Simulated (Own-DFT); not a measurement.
GaP (zincblende, strained, atoms displaced) (calculated)

All values are calculated (Own-DFT development build). A calculation, not a measurement: plane-wave PBE density functional theory by an unreviewed code, no spin, of a simulated periodic cell, stress positive in tension, free energy of the whole cell less one offset for each atom, forces on such cells passed a denser k mesh, this cell's mesh not checked; offsets are fitted by least squares, one for each functional and potential file, so energies compare only between cells with the same atoms and settings and are not formation energies; the far tail of each file's local potential was reset to the Coulomb form; each entry is a single point on an unrelaxed cell, so the pressure reflects the starting lattice, mostly measured values (interpolated for alloys), from which strain is counted, and rises with the displacements; printed positions are rounded, which can move forces by about a meV/angstrom; the program, named Own-DFT, is a retired in-house code; no spin-orbit coupling.

Entry: GaP (zincblende, strained, atoms displaced)

```xyz
64
Lattice="10.8620 0.0000 0.0000 0.0000 10.8620 0.0000 0.0000 0.0000 10.9361" Properties=species:S:1:pos:R:3 GaP
Ga     0.0143     0.0231     0.0498
Ga     0.0477     2.7393     2.7715
Ga     2.7106    10.8436     2.7813
Ga     2.7220     2.7372    10.9249
P      1.3102     1.3525     1.4133
P      1.3482     4.1094     4.0861
P      4.0941     1.3312     4.0842
P      4.0577     4.0860     1.3415
Ga    10.8496     0.0244     5.4526
Ga    10.8513     2.7137     8.1737
Ga     2.6899    10.8601     8.1766
Ga     2.7156     2.6857     5.4384
P      1.3884     1.4094     6.7839
P      1.3765     4.0696     9.5418
P      4.0640     1.4059     9.5979
P      4.0202     4.0768     6.8015
Ga     0.0172     5.4350    10.9306
Ga    10.8507     8.1408     2.7211
Ga     2.7835     5.4227     2.7287
Ga     2.7192     8.0731     0.0162
P      1.3868     6.8193     1.3491
P      1.3447     9.4517     4.0379
P      4.0966     6.8371     4.1111
P      4.1004     9.4865     1.4306
Ga    10.8394     5.4458     5.4210
Ga    10.8529     8.1150     8.2270
Ga     2.7108     5.4606     8.2250
Ga     2.6986     8.1540     5.4958
P      1.3523     6.7700     6.8316
P      1.3697     9.4870     9.5743
P      4.0487     6.7668     9.5443
P      4.0755     9.5173     6.8407
Ga     5.4727    10.8553     0.0374
Ga     5.4635     2.6752     2.7207
Ga     8.1397     0.0111     2.7553
Ga     8.1658     2.6869    10.9224
P      6.7657     1.3686     1.3771
P      6.7530     4.0702     4.0886
P      9.4934     1.4119     4.1418
P      9.4698     4.0943     1.3602
Ga     5.3679     0.0503     5.4914
Ga     5.4779     2.7382     8.2448
Ga     8.1113     0.0060     8.1568
Ga     8.1789     2.6933     5.4660
P      6.7969     1.3889     6.8519
P      6.7630     4.0365     9.5620
P      9.5214     1.4101     9.5973
P      9.4700     4.1035     6.8217
Ga     5.4434     5.4318    10.8995
Ga     5.4117     8.1488     2.7089
Ga     8.1048     5.4675     2.6808
Ga     8.1737     8.1432    10.9325
P      6.8272     6.7904     1.3500
P      6.7582     9.4519     4.0489
P      9.4976     6.8302     4.0604
P      9.4896     9.5507     1.3774
Ga     5.4407     5.4121     5.5027
Ga     5.4057     8.1152     8.1446
Ga     8.1337     5.4345     8.2495
Ga     8.1286     8.1101     5.4602
P      6.8218     6.7628     6.7953
P      6.7843     9.5486     9.6022
P      9.5460     6.8289     9.5324
P      9.4852     9.4826     6.8534
```

```
functional      : PBE
potential files : PseudoDojo norm-conserving, scalar-relativistic, standard set
wave cutoff     : 42 hartree
occupations     : Fermi-Dirac
smearing width  : 0.1 eV
hardware        : one NVIDIA H100
k mesh          : 3 x 3 x 3 centred on Gamma
pressure        : —
```

## Withheld values
1. GaP (zincblende, strained, atoms displaced): pressure?
2. Give the table of force values for GaP (zincblende, strained, atoms displaced).

Answers
1. 3.21 GPa
2. 
Force:
```csv
element,x (eV/Å),y (eV/Å),z (eV/Å)
Ga,-0.135,-0.25,-0.567
Ga,-0.777,0.15,-0.302
Ga,-0.049,0.001,-0.457
Ga,-0.481,-0.181,0.331
P,0.97,0.235,-0.159
P,0.542,-0.067,0.142
P,-0.379,0.467,-0.077
P,0.574,-0.27,0.189
Ga,0.157,-0.462,0.067
Ga,0.073,0.325,-0.033
Ga,0.172,0.298,0.376
Ga,0.203,0.563,-0.431
P,-0.54,-0.732,0.452
P,-0.363,0.031,0.135
P,0.26,-0.785,-0.265
P,0.502,-0.129,0.561
Ga,-0.022,-0.056,-0.03
Ga,-0.067,0.113,-0.518
Ga,-0.391,0.453,0.174
Ga,0.426,1.041,-0.215
P,-0.46,-0.771,0.542
P,-0.053,0.506,0.994
P,-0.073,-0.54,0.202
P,-0.596,0.318,-1.021
Ga,-0.092,0.083,0.258
Ga,0.516,0.648,-0.636
Ga,-0.154,-0.5,-0.515
Ga,-0.006,0.024,-0.264
P,-0.176,0.147,-0.017
P,-0.093,0.173,0.2
P,0.589,0.307,0.162
P,-0.253,-0.004,-0.087
Ga,-0.816,0.121,-0.084
Ga,-0.551,0.633,0.042
Ga,-0.108,0.099,0.172
Ga,-0.336,0.408,0.373
P,0.735,-0.172,-0.169
P,0.494,-0.01,0.066
P,0.308,-0.589,-0.724
P,0.435,-0.193,0.08
Ga,0.918,-0.589,-0.117
Ga,-1.03,-0.227,-0.769
Ga,0.443,0.036,0.655
Ga,-0.691,0.699,0.177
P,-0.31,-0.086,-0.365
P,0.713,0.603,0.492
P,0.059,-0.899,-0.628
P,0.278,-0.037,0.111
Ga,-0.047,0.031,0.258
Ga,0.379,-0.486,0.063
Ga,0.346,-0.506,0.699
Ga,0.006,0.358,-0.129
P,-0.817,0.299,-0.434
P,0.182,0.755,0.882
P,-0.168,-0.531,0.098
P,0.114,-0.365,-0.039
Ga,-0.361,0.038,-0.434
Ga,0.474,0.24,0.495
Ga,0.086,0.007,-0.208
Ga,0.167,0.606,-0.254
P,-0.3,-0.021,0.658
P,0.011,-0.757,-0.616
P,-0.632,-0.743,0.76
P,0.198,0.14,-0.301
```

Further results for GaP (zincblende, strained, atoms displaced):

```
free energy of cell above offsets : -35.055 eV
stress xx                         : -3.38 GPa
stress yy                         : -3.37 GPa
stress zz                         : -2.89 GPa
stress yz                         : -0.16 GPa
stress xz                         : 0.37 GPa
stress xy                         : -0.19 GPa
wall time                         : 510.2 s
```
